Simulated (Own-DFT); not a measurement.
# Strain and stress in C40 NbSi2, 36 atoms (Nb12Si24)

All numbers below are calculated, not measured. The program, named Own-DFT, is a retired in-house plane-wave density functional code that no person has reviewed. Each row is one single-point run on a periodic cell that was not relaxed, without spin or spin-orbit coupling.

Settings of every run: PBE; PseudoDojo norm-conserving scalar-relativistic files; cutoff 42 hartree; 4 x 4 x 5 k mesh centred on Gamma; cold (Marzari-Vanderbilt) smearing of 0.2 eV.

Known limits: forces on such cells failed a check on a denser k mesh; stress not checked against mesh or cutoff.

Unstrained cell vectors in Å: (0.000, 8.324, 0.000); (-9.613, 0.000, 0.000); (0.000, 0.000, 6.586). The unstrained cell was taken from the Materials Project. The random moves and any unrelaxed bonds add to the pressure at no strain. Each run strains this cell uniformly, with the atoms carried along. Every atom was also moved at random, by a Gaussian of width 0.05 Å on each axis. Strain is the symmetric tensor, in per cent. Stress is positive in tension, and the pressure is minus a third of its trace.

```
run  e_xx (%)  e_yy (%)  e_zz (%)  e_yz (%)  e_xz (%)  e_xy (%)  s_xx (GPa)  s_yy (GPa)  s_zz (GPa)  s_yz (GPa)  s_xz (GPa)  s_xy (GPa)  P (GPa)  E (meV/atom)
  1      1.74     -0.20      0.59      1.58      0.14     -1.14        4.03       -1.78       -0.47        4.97        0.81       -3.31    -0.59          13.3
  2     -1.83      1.48      1.84      0.92      1.51      0.38       -5.74        2.27        3.97        2.40        3.89        0.99    -0.17          10.4
  3      1.32      0.82      0.28      1.94     -1.13     -0.45        3.58        1.70       -0.93        5.56       -3.76       -1.24    -1.45           0.0
  4     -1.18      0.22      1.36     -0.90      1.78     -1.53       -5.52       -1.55        1.17       -2.66        5.02       -4.63     1.97          18.0
  5     -0.56      0.78     -1.15     -1.96     -0.43      0.32       -4.40       -1.08       -9.09       -6.98       -1.28        1.17     4.85          10.7
  6      0.93      1.59     -1.28     -0.12     -0.29     -1.09        1.19        2.97       -7.61       -0.65       -1.19       -3.35     1.15           4.0
  7      1.00     -1.44     -0.64     -0.93     -0.12      1.71        0.12       -7.08       -7.81       -3.29       -0.77        5.22     4.92          13.6
  8     -1.24     -1.49      1.70      1.74     -0.38     -1.55       -7.32       -6.98        1.55        4.96       -1.07       -5.12     4.25          17.5
  9      1.53      0.45     -1.23      1.06      0.13      0.16        2.71       -0.33       -8.20        4.12       -0.05        0.33     1.94           6.8
 10      0.80      0.11     -0.79     -0.76     -0.48      0.45       -0.16       -1.55       -6.92       -2.08       -1.75        1.58     2.88           6.6
 11      0.30      1.30      0.27      1.26      0.25      1.31       -0.34        2.65       -1.90        3.20        1.02        3.56    -0.14          12.7
 12     -1.03     -0.73     -1.50     -0.14      0.40      0.96       -9.06       -6.42      -13.05       -0.86        1.96        2.84     9.51          23.6
 13      1.06      1.96     -1.84     -1.50     -1.32      0.34        0.99        4.01      -11.19       -5.27       -4.10        0.88     2.06          28.8
 14      0.85      1.26     -1.51     -0.25     -1.52      0.11        0.18        1.62       -9.07       -1.30       -4.84        0.22     2.42          13.3
 15     -1.79      1.14      0.69     -0.30      1.47      1.53       -7.50        0.42       -0.77       -0.15        4.48        4.43     2.62          14.6
 16     -0.40      0.14      0.62      1.75      1.88     -1.04           ?           ?           ?           ?           ?           ?        ?             ?
```

E is the free energy for each atom above the lowest run shown.

## Worked fit

Each stress component was fitted by least squares to a constant and the strains of the runs shown, as fractions, with shears doubled. Shear strains stay in the fit of a normal stress only where such slopes are resolved. The slopes, in GPa:

| stress | at no strain | per e_xx | per e_yy | per e_zz | scatter |
|---|---|---|---|---|---|
| s_xx | -2.5 | 376 ± 12 | 90 ± 12 | 97 ± 12 | 0.47 |
| s_yy | -2.3 | 74 ± 6 | 337 ± 6 | 59 ± 6 | 0.24 |
| s_zz | -4.2 | 78 ± 12 | 88 ± 12 | 467 ± 12 | 0.46 |

Each shear stress against twice its own strain: yz 158 ± 8, xz 152 ± 8, xy 150 ± 3 GPa. These are stiffnesses along x, y and z of the frame in which the cell vectors are given, which need not be the crystal's axes. The atoms are held to the strained lattice; where symmetry lets them move under strain, relaxing them would lower some slopes. The table should be nearly symmetric about its diagonal, and what it lacks of that shows the noise. A ninth of its sum, 185 ± 8 GPa, estimates the bulk modulus near the mean pressure of these runs, 2.4 GPa, so it lies above the value at zero pressure.

## Withheld run

Question: what normal stresses and pressure should run 16 give?

The fit gives s_xx = -3.3, s_yy = -1.8, s_zz = -1.5 and P = 2.2 GPa. The calculation gave -3.18, -1.89, -1.92 and P = 2.33 GPa.
